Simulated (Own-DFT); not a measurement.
# Computed records: Hf36O71 (tetragonal hafnia with one neutral oxygen vacancy, atoms displaced)

All values are calculated (Own-DFT development build). A calculation, not a measurement: plane-wave PBE and HSE06 DFT by an unreviewed code, no spin, of a simulated cell at Gamma alone, so results move with cell size and shape, stress positive in tension, energies less offsets, not probed for a lower state with spin; hafnium file: forces about 75 meV/angstrom off all-electron values; oxygen file: force components 24 meV/angstrom off all-electron in a glass; k mesh not checked against a denser one; forces and stress are PBE's, HSE06 gives the energy alone, and its difference from PBE has offsets of its own; offsets are fitted by least squares, one for each functional and potential file, so energies compare only between cells with the same atoms and settings and are not formation energies; the far tail of each file's local potential was reset to the Coulomb form; each entry is a single point on an unrelaxed cell, so the pressure reflects the starting lattice, taken from the Materials Project, from which strain is counted, and rises with the displacements; printed positions are rounded, which can move forces by about a meV/angstrom; the program is a retired in-house code; no spin-orbit coupling.

Settings shared by all entries: first functional PBE; second functional HSE06; exact exchange share 0.25; screening 0.11 1/bohr; exchange divergence Gygi-Baldereschi; potential files PseudoDojo norm-conserving, scalar-relativistic, made for PBE, standard set; wave cutoff 48 hartree; occupations fixed; k mesh 1 x 1 x 1 centred on Gamma.

(1) Hf36O71 (tetragonal hafnia with one neutral oxygen vacancy, atoms displaced)

```
Hf36O71
1.0
     10.7800     0.0000     0.0000
      0.0000    10.7800     0.0000
      0.0000     0.0000    10.4493
Hf O Hf O Hf O Hf O Hf O Hf O Hf O Hf O Hf O Hf O Hf O Hf O Hf O Hf O Hf O Hf O Hf O Hf O
2 4 2 4 2 4 2 4 2 4 2 4 2 3 2 4 2 4 2 4 2 4 2 4 2 4 2 4 2 4 2 4 2 4 2 4
Direct
  0.99934 0.99826 0.99792
  0.16436 0.15137 0.26035
  0.99492 0.16806 0.14781
  0.17387 0.99731 0.35127
  0.00607 0.17058 0.40570
  0.17468 0.99479 0.10332
  0.99137 0.00678 0.48764
  0.17527 0.17240 0.73635
  0.99352 0.15547 0.64552
  0.16537 0.00181 0.83582
  0.99521 0.17032 0.89716
  0.15621 0.99966 0.60738
  0.00534 0.33813 0.01421
  0.16023 0.49361 0.25176
  0.99952 0.49983 0.14678
  0.16247 0.33838 0.34421
  0.00279 0.48504 0.39951
  0.17002 0.33614 0.09882
  0.01761 0.33505 0.48672
  0.16425 0.50097 0.73570
  0.01216 0.52426 0.66097
  0.17604 0.33724 0.84671
  0.98790 0.48915 0.90404
  0.16504 0.33669 0.59221
  0.98982 0.66311 0.99940
  0.16168 0.82926 0.24778
  0.00437 0.83292 0.15372
  0.17814 0.67357 0.34428
  0.98999 0.83639 0.40286
  0.15492 0.67474 0.09427
  0.00880 0.66366 0.49944
  0.15444 0.84013 0.74406
  0.99456 0.83646 0.64854
  0.15841 0.66182 0.84578
  0.99468 0.83237 0.90549
  0.15987 0.66805 0.59032
  0.33687 0.00346 0.98802
  0.49816 0.16558 0.25558
  0.32927 0.16001 0.16175
  0.49664 0.01128 0.33949
  0.33878 0.16490 0.40767
  0.32818 0.99152 0.50310
  0.50470 0.17263 0.73147
  0.33404 0.16482 0.64810
  0.50645 0.98815 0.84901
  0.32591 0.15313 0.91152
  0.49832 0.99673 0.58947
  0.34058 0.32761 0.99318
  0.51242 0.49241 0.25550
  0.33749 0.50685 0.14577
  0.50832 0.33090 0.35665
  0.33680 0.50350 0.41010
  0.49853 0.32708 0.09684
  0.34619 0.33298 0.50363
  0.48977 0.50351 0.74903
  0.34902 0.50684 0.64598
  0.48008 0.32836 0.84549
  0.32588 0.50852 0.91737
  0.51349 0.32788 0.61053
  0.32871 0.65208 0.01020
  0.50077 0.84190 0.25249
  0.33559 0.83800 0.14802
  0.48868 0.66931 0.34763
  0.33370 0.81599 0.40972
  0.48739 0.67426 0.09727
  0.33184 0.66481 0.50003
  0.50145 0.84784 0.75423
  0.32556 0.83919 0.64455
  0.48961 0.65947 0.84993
  0.32561 0.85332 0.89892
  0.49902 0.66255 0.59367
  0.67052 0.99448 0.00439
  0.82250 0.16511 0.25149
  0.66627 0.15997 0.15016
  0.83137 0.00690 0.33605
  0.65618 0.17043 0.40979
  0.82707 0.98681 0.10697
  0.66234 0.99010 0.50266
  0.82234 0.15922 0.76134
  0.65883 0.16265 0.64697
  0.82821 0.99970 0.84623
  0.66968 0.15613 0.89863
  0.83398 0.98058 0.58956
  0.65556 0.33647 0.00076
  0.81214 0.51324 0.26307
  0.68221 0.50811 0.15250
  0.84949 0.32736 0.33977
  0.66489 0.51558 0.40466
  0.82282 0.33836 0.11235
  0.67608 0.33041 0.51030
  0.82673 0.51245 0.74749
  0.65836 0.50061 0.64161
  0.83204 0.32988 0.85158
  0.66847 0.50342 0.90235
  0.82552 0.32637 0.59146
  0.67160 0.67005 0.99209
  0.83963 0.83957 0.25204
  0.66386 0.82102 0.15855
  0.83248 0.67364 0.36245
  0.66962 0.82707 0.39706
  0.83230 0.66761 0.11271
  0.66590 0.66855 0.50583
  0.82406 0.84351 0.76334
  0.65382 0.83531 0.66280
  0.82843 0.67323 0.84736
  0.66681 0.83134 0.90182
  0.83325 0.67825 0.61130
```

| Item | Value |
| --- | --- |
| PBE energy of cell above offsets | -86.430 eV |
| HSE06 less PBE above offsets | 0.568 eV |
| PBE pressure | 6.18 GPa |
| PBE stress xx | -4.44 GPa |
| PBE stress yy | -8.15 GPa |
| PBE stress zz | -5.95 GPa |
| PBE stress yz | 0.01 GPa |
| PBE stress xz | -2.27 GPa |
| PBE stress xy | 0.26 GPa |

Force:
| element | x (eV/Å) | y (eV/Å) | z (eV/Å) |
| --- | --- | --- | --- |
| Hf | 1.864 | 1.721 | 0.758 |
| Hf | 0.166 | 2.092 | -3.144 |
| O | 0.331 | -0.869 | 1.005 |
| O | -0.252 | -1.345 | 1.338 |
| O | 0.713 | -0.989 | -1.743 |
| O | -2.364 | 0.81 | -0.79 |
| Hf | 0.815 | -0.95 | 3.347 |
| Hf | -4.236 | -1.394 | 2.378 |
| O | 0.047 | 0.725 | 0.694 |
| O | -1.114 | 1.193 | 1.196 |
| O | -0.03 | -0.965 | 0.893 |
| O | 1.359 | 0.45 | -2.562 |
| Hf | -2.094 | -1.16 | -0.551 |
| Hf | 0.834 | 1.777 | -2.301 |
| O | -0.158 | 0.092 | 1.103 |
| O | 0.846 | -2.381 | 0.912 |
| O | 0.091 | 5.107 | -0.379 |
| O | 0.811 | 0.162 | 0.06 |
| Hf | -3.464 | -2.701 | 1.142 |
| Hf | 2.937 | 0.62 | 4.102 |
| O | -5.02 | -1.061 | -2.031 |
| O | 0.253 | -0.36 | -1.096 |
| O | -0.186 | 1.847 | -0.567 |
| O | 2.549 | 0.074 | 1.175 |
| Hf | 1.888 | -1.185 | 0.259 |
| Hf | 2.582 | 0.521 | -1.648 |
| O | -1.699 | 0.606 | -0.338 |
| O | -1.8 | -2.543 | 0.525 |
| O | 0.821 | -0.335 | -0.688 |
| O | 0.469 | -0.322 | 0.405 |
| Hf | -3.244 | 1.256 | -0.346 |
| Hf | 1.32 | -0.703 | 0.823 |
| O | -0.078 | -0.571 | 0.751 |
| O | -0.147 | 0.195 | -1.002 |
| O | -0.519 | 0.556 | -0.329 |
| O | 2.727 | -0.085 | 0.851 |
| Hf | 0.262 | -4.262 | 5.203 |
| Hf | -0.383 | 1.188 | -1.82 |
| O | 0.758 | 0.633 | 0.12 |
| O | 0.222 | -3.298 | 1.436 |
| O | -0.66 | 1.04 | 0.41 |
| Hf | -1.447 | -1.513 | -0.078 |
| Hf | -1.301 | -1.074 | 2.936 |
| O | 1.134 | 0.413 | -0.514 |
| O | 0.412 | 5.185 | 1.361 |
| O | -0.004 | 5.492 | -3.34 |
| O | -0.384 | 0.301 | 0.913 |
| Hf | -2.909 | 0.693 | 0.733 |
| Hf | -2.546 | 3.228 | -0.248 |
| O | -0.213 | -1.16 | 2.447 |
| O | -0.838 | 1.384 | -0.235 |
| O | -0.237 | -2.966 | -0.948 |
| O | 0.449 | 0.851 | 1.081 |
| Hf | 0.119 | 0.462 | -1.163 |
| Hf | 2.964 | 1.138 | 1.386 |
| O | -4.207 | -1.431 | -0.308 |
| O | 0.811 | 0.271 | 0.351 |
| O | 0.597 | -4.981 | -3.582 |
| O | -2.218 | -0.072 | -0.719 |
| Hf | -0.52 | 5.191 | 0.729 |
| Hf | -1.576 | -2.574 | -1.618 |
| O | -0.029 | 0.376 | 1.801 |
| O | 1.209 | -1.224 | -0.761 |
| O | 0.352 | 5.381 | -1.449 |
| O | 3.55 | -0.616 | -0.102 |
| Hf | 1.279 | -0.103 | 0.595 |
| Hf | -4.504 | -5.14 | -0.842 |
| O | 0.641 | 0.108 | 0.89 |
| O | 0.759 | 1.56 | -0.4 |
| O | 0.123 | -3.693 | -1.408 |
| O | 0.353 | 0.538 | 0.445 |
| Hf | -2.09 | 0.828 | 1.058 |
| Hf | 1.1 | 3.138 | -1.942 |
| O | -1.032 | -0.241 | -0.174 |
| O | 0.255 | -1.081 | 2.706 |
| O | 1.094 | -1.536 | -0.479 |
| O | 1.266 | 0.148 | -1.655 |
| Hf | 1.162 | 0.524 | -1.113 |
| Hf | 2.798 | 3.894 | -1.061 |
| O | 2.695 | -0.827 | -0.287 |
| O | 0.381 | 0.302 | 2.065 |
| O | -0.882 | 1.503 | 0.274 |
| O | -2.136 | 0.779 | 0.293 |
| Hf | 4.455 | -1.136 | -0.522 |
| Hf | 5.772 | -1.531 | 0.941 |
| O | -6.068 | -0.485 | -2.047 |
| O | -1.53 | 1.24 | 1.464 |
| O | 0.29 | -3.027 | -1.549 |
| O | -0.491 | -0.541 | -2.128 |
| Hf | -1.886 | 0.712 | -2.403 |
| Hf | 0.564 | -1.591 | 0.47 |
| O | 1.232 | 0.128 | 1.531 |
| O | -1.48 | 0.237 | -1.285 |
| O | -0.144 | -0.904 | -0.297 |
| O | 3.908 | 0.853 | 1.763 |
| Hf | -2.076 | -0.214 | 2.665 |
| Hf | -0.737 | -1.752 | -0.276 |
| O | 0.435 | 0.864 | -0.781 |
| O | 0.627 | -0.732 | -0.466 |
| O | -0.671 | 2.014 | 1.146 |
| O | 0.141 | 0.418 | -1.278 |
| Hf | -0.036 | 1.061 | 0.86 |
| Hf | 1.727 | -2.741 | -4.029 |
| O | 2.652 | 0.426 | -1.705 |
| O | -0.128 | -0.863 | 1.503 |
| O | 0.308 | 0.405 | 0.037 |
| O | -0.507 | -1.486 | -0.801 |

(2) Hf36O71 (tetragonal hafnia with one neutral oxygen vacancy, atoms displaced)

```
Hf36O71
1.0
     10.7800     0.0000     0.0000
      0.0000    10.7800     0.0000
      0.0000     0.0000    10.4493
Hf O Hf O Hf O Hf O Hf O Hf O Hf O Hf O Hf O Hf O Hf O Hf O Hf O Hf O Hf O Hf O Hf O Hf O
2 4 2 4 2 4 2 4 2 4 2 4 2 4 2 4 2 4 2 4 2 4 2 3 2 4 2 4 2 4 2 4 2 4 2 4
Direct
  0.99702 0.00608 0.00466
  0.17131 0.16381 0.24215
  0.99508 0.16676 0.16637
  0.17212 0.98624 0.33107
  0.00691 0.17340 0.38886
  0.16186 0.00736 0.09727
  0.98985 0.99812 0.49287
  0.16283 0.16303 0.75291
  0.99612 0.17979 0.65525
  0.15978 0.99249 0.84657
  0.99584 0.15943 0.91959
  0.16042 0.00948 0.58592
  0.99818 0.33280 0.99696
  0.18035 0.50994 0.25013
  0.99572 0.50068 0.15902
  0.18228 0.33217 0.32770
  0.00300 0.50473 0.40010
  0.17079 0.33313 0.09447
  0.00195 0.32969 0.50203
  0.17461 0.50801 0.74995
  0.00358 0.51105 0.66049
  0.16542 0.33363 0.84599
  0.00423 0.50404 0.90431
  0.17205 0.33097 0.60168
  0.99498 0.67064 0.99411
  0.16106 0.83178 0.25128
  0.00562 0.84597 0.14536
  0.15909 0.66503 0.33647
  0.99929 0.82884 0.40823
  0.17438 0.65756 0.10079
  0.99939 0.67510 0.50302
  0.16029 0.83540 0.76270
  0.00653 0.84541 0.65370
  0.16974 0.66827 0.84089
  0.99060 0.84053 0.89222
  0.16083 0.67201 0.60689
  0.33457 0.00315 0.01302
  0.50011 0.16173 0.25326
  0.33586 0.16547 0.15495
  0.49694 0.98850 0.35316
  0.33878 0.16567 0.38886
  0.49660 0.99365 0.10171
  0.33858 0.99737 0.50529
  0.49782 0.16567 0.75756
  0.32832 0.16193 0.65074
  0.50241 0.99642 0.85007
  0.32608 0.15169 0.89798
  0.50122 0.00161 0.59826
  0.32895 0.34817 0.99603
  0.49403 0.49516 0.26303
  0.32902 0.51492 0.15941
  0.50307 0.34563 0.34927
  0.33052 0.49511 0.41373
  0.50981 0.32418 0.08694
  0.33605 0.34632 0.50434
  0.50272 0.50649 0.76040
  0.33454 0.49526 0.65624
  0.49085 0.33358 0.85500
  0.32474 0.47601 0.90616
  0.50164 0.33329 0.59537
  0.33521 0.66220 0.99879
  0.51281 0.84160 0.24707
  0.34062 0.84306 0.15743
  0.50515 0.66975 0.34490
  0.33091 0.84054 0.39404
  0.49458 0.65781 0.10029
  0.33435 0.66990 0.50183
  0.50093 0.82801 0.75985
  0.34644 0.84149 0.66841
  0.31471 0.85065 0.89541
  0.51088 0.66635 0.58637
  0.68077 0.99612 0.00671
  0.84133 0.16527 0.25253
  0.67712 0.16636 0.15594
  0.83610 0.00291 0.35391
  0.64827 0.15769 0.39904
  0.83057 0.99537 0.10411
  0.66740 0.98525 0.49881
  0.84246 0.17420 0.74747
  0.65270 0.15857 0.65735
  0.83900 0.00774 0.84534
  0.67087 0.15647 0.90404
  0.83284 0.00658 0.59327
  0.66566 0.33007 0.98790
  0.84494 0.50110 0.26080
  0.65508 0.50188 0.15899
  0.83373 0.33522 0.34416
  0.66096 0.50877 0.40539
  0.83459 0.33128 0.10001
  0.66927 0.32365 0.49942
  0.84116 0.48391 0.75755
  0.67778 0.50332 0.64508
  0.83397 0.35020 0.85639
  0.66991 0.48208 0.90126
  0.83064 0.34114 0.60292
  0.66781 0.66596 0.00524
  0.83552 0.82960 0.26167
  0.67206 0.83249 0.14576
  0.84020 0.67017 0.35052
  0.65435 0.84122 0.42315
  0.82694 0.65384 0.09092
  0.66455 0.67058 0.49898
  0.81313 0.83057 0.75109
  0.66442 0.83729 0.65370
  0.82890 0.66523 0.84429
  0.66240 0.81994 0.92574
  0.85002 0.66500 0.60260
```

| Quantity | Value |
| --- | --- |
| PBE energy of cell above offsets | -84.134 eV |
| HSE06 less PBE above offsets | 0.695 eV |
| PBE pressure | 6.93 GPa |
| PBE stress xx | -3.63 GPa |
| PBE stress yy | -9.56 GPa |
| PBE stress zz | -7.61 GPa |
| PBE stress yz | 2.43 GPa |
| PBE stress xz | 0.42 GPa |
| PBE stress xy | 0.22 GPa |

Force:
| element | x (eV/Å) | y (eV/Å) | z (eV/Å) |
| --- | --- | --- | --- |
| Hf | 0.681 | -3.474 | 0.393 |
| Hf | 0.69 | 0.057 | 1.177 |
| O | 1.66 | -0.321 | -2.885 |
| O | -1.01 | 3.212 | 1.864 |
| O | -0.26 | -0.581 | 2.747 |
| O | 0.373 | 0.312 | -0.565 |
| Hf | 2.483 | 0.096 | 1.241 |
| Hf | 2.884 | -0.536 | -0.314 |
| O | 0.7 | 0.049 | -0.625 |
| O | -1.35 | 3.269 | 0.34 |
| O | -0.166 | 3.662 | -2.712 |
| O | 0.158 | 0.147 | -0.016 |
| Hf | 0.693 | 1.391 | 2.386 |
| Hf | -4.766 | -2.983 | 0.076 |
| O | 1.766 | 0.181 | -0.941 |
| O | -0.408 | 0.879 | 1.777 |
| O | -0.477 | -1.221 | 1.459 |
| O | -1.596 | -0.057 | -0.556 |
| Hf | 0.977 | 1.327 | -0.737 |
| Hf | -2.68 | -1.532 | -0.511 |
| O | 0.695 | -1.66 | -0.19 |
| O | -0.789 | -0.524 | -0.181 |
| O | -0.064 | -0.11 | 0.33 |
| O | -1.293 | 0.441 | -1.152 |
| Hf | 0.14 | -0.071 | 0.397 |
| Hf | 2.578 | -0.558 | -1.79 |
| O | -2.234 | -1.737 | 0.914 |
| O | 0.754 | 1.431 | 2.806 |
| O | -0.456 | 2.156 | -2.104 |
| O | -1.656 | 1.011 | -1.83 |
| Hf | 0.959 | -2.64 | 1.447 |
| Hf | 0.35 | 0.147 | -2.288 |
| O | -2.331 | 0.041 | -0.797 |
| O | 0.31 | -0.666 | 2.428 |
| O | 0.301 | -1.663 | 1.683 |
| O | 2.556 | -0.205 | -1.595 |
| Hf | -0.642 | -0.238 | -0.91 |
| Hf | 0.133 | 0.604 | -0.277 |
| O | 0.535 | -0.471 | -0.961 |
| O | 0.504 | 1.596 | -0.263 |
| O | 0.278 | -0.217 | 1.825 |
| O | 2.863 | 0.734 | 0.484 |
| Hf | -0.684 | 1.63 | -0.671 |
| Hf | -1.549 | -0.975 | -0.511 |
| O | 0.577 | 0.125 | 0.641 |
| O | 0.609 | -0.826 | -0.066 |
| O | -0.039 | 1.95 | 0.14 |
| O | 0.275 | -0.412 | -0.036 |
| Hf | 1.485 | -12.41 | 6.348 |
| Hf | 2.896 | 3.151 | -2.966 |
| O | 3.415 | -1.417 | -1.986 |
| O | -0.043 | -3.926 | 1.172 |
| O | -0.192 | 4.553 | -1.743 |
| O | -2.253 | 0.238 | 1.337 |
| Hf | -0.152 | -5.522 | 0.605 |
| Hf | 1.989 | -2.006 | -1.818 |
| O | 1.56 | 1.086 | 0.109 |
| O | 0.611 | 0.355 | -1.638 |
| O | 0.222 | 12.51 | -5.917 |
| O | 0.393 | 0.254 | 0.368 |
| Hf | -0.252 | 1.979 | 1.051 |
| Hf | -3.305 | -1.454 | -0.491 |
| O | -1.098 | -1.012 | -0.571 |
| O | -0.567 | 0.536 | 0.584 |
| O | -0.168 | -2.858 | 2.502 |
| O | 0.177 | 1.112 | -2.105 |
| Hf | -0.119 | 1.699 | -0.337 |
| Hf | -1.078 | 1.813 | 0.452 |
| O | -1.811 | -1.051 | -2.152 |
| O | 1.914 | -2.909 | 2.233 |
| O | -3.439 | -0.134 | 2.43 |
| Hf | -2.864 | 1.627 | -0.614 |
| Hf | -2.393 | 1.576 | -0.369 |
| O | -1.102 | -1.054 | -0.044 |
| O | -0.224 | -1.762 | -0.233 |
| O | 1.017 | 0.79 | 0.996 |
| O | 1.777 | -0.01 | 0.633 |
| Hf | -1.374 | 8.972 | 3.814 |
| Hf | -3.719 | -1.588 | 0.98 |
| O | 3.378 | 1.479 | -0.257 |
| O | -1.123 | -1.21 | -0.127 |
| O | -0.016 | 1.445 | -0.355 |
| O | -0.108 | 0.154 | 0.819 |
| Hf | 0.121 | -2.563 | 4.31 |
| Hf | -1.991 | -0.62 | -1.735 |
| O | 1.258 | 0.018 | 0.241 |
| O | -0.43 | -0.986 | 1.891 |
| O | 0.694 | -1.145 | 0.321 |
| O | 0.178 | 0.161 | -0.916 |
| Hf | -1.739 | 1.115 | -0.334 |
| Hf | -0.427 | 7.473 | -4.534 |
| O | -1.711 | 0.325 | 1.971 |
| O | 1.149 | -7.561 | 2.104 |
| O | -1.404 | 4.815 | -1.77 |
| O | 0.947 | -1.308 | -0.168 |
| Hf | -1.088 | -4.918 | 1.712 |
| Hf | 1.209 | 1.346 | -2.513 |
| O | 0.913 | -0.404 | 2.413 |
| O | -0.846 | 0.581 | 0.119 |
| O | 1.027 | -6.223 | -5.422 |
| O | 2.318 | 0.938 | 1.137 |
| Hf | 2.372 | -3.511 | 0.149 |
| Hf | 5.606 | -0.175 | 0.963 |
| O | -1.133 | -0.313 | 0.161 |
| O | -0.277 | -0.093 | 0.597 |
| O | -0.064 | 3.532 | -4.151 |
| O | -3.147 | 1.725 | -0.323 |
